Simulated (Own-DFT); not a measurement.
# Stretching a layer in its plane: wurtzite AlGaN with randomly placed atoms, 72 atoms (Al9Ga27N36)

Everything here is calculated. The program is Own-DFT (plane waves, in-house, since retired, never reviewed by a person); positions were held fixed, and spin and spin-orbit coupling were off.

Common settings: PBE; PseudoDojo norm-conserving scalar-relativistic files; cutoff 42 hartree; 4 x 4 x 3 k mesh centred on Gamma; Fermi-Dirac smearing of 0.1 eV.

Limits: forces on such cells passed a denser k mesh, each cell not checked; stress not checked against mesh or cutoff.

Unstrained cell vectors in Å: (9.509, 0.000, 0.000); (-4.755, 8.235, 0.000); (0.000, 0.000, 10.268). The unstrained cell has measured lattice constants (interpolated for alloys), not those of this functional. That, the random moves and any unrelaxed bonds set the pressure at no strain. Each run strains x and y alike by e, as a substrate would, and holds the height along z. Each coordinate of each atom was shifted by a normal deviate of width 0.05 Å. The random placing of the alloy's atoms differs from row to row. Stress is positive in tension.

| e (%) | u (Å) | (s_xx + s_yy)/2 (GPa) | s_zz (GPa) |
|---|---|---|---|
| -2.75 | 0.045 | -23.60 | -13.55 |
| -1.50 | 0.050 | -15.91 | -10.01 |
| -1.00 | 0.050 | -13.48 | -8.37 |
| -0.50 | 0.049 | -9.40 | -8.34 |
| 0.75 | 0.053 | -3.47 | -7.76 |
| 1.00 | 0.052 | -1.78 | -7.17 |
| 1.25 | 0.048 | -0.97 | -6.70 |
| 2.25 | 0.049 | 4.19 | -5.32 |
| 2.75 | 0.045 | ? | ? |
| 3.00 | 0.055 | 6.21 | -3.83 |

## Analysis

With e as a fraction, the in-plane stress is -7.2 + 536 e - 2562 e² GPa (errors 10 and 543, scatter 0.49), and s_zz is -8.3 + 144 e GPa (slope ± 16, scatter 0.82). At e = 0 the first slope is C11 + C12 and the second 2 C13, both with the ions held to the strained lattice and at the cell's own pressure. The term in e² is negative: the layer stiffens under compression and softens under tension. A free layer would change its height as e changes, and the in-plane slope would drop by 2 C13²/C33 to the biaxial modulus. At fixed height, a misfit of 1 % moves the in-plane stress by about 5.4 GPa and s_zz by 1.4 GPa.

## The run left out

The question: what are the two stresses at e = 2.75 %?

From the fit: 5.7 and -4.3 GPa. DFT gave 6.23 and -4.36 GPa.
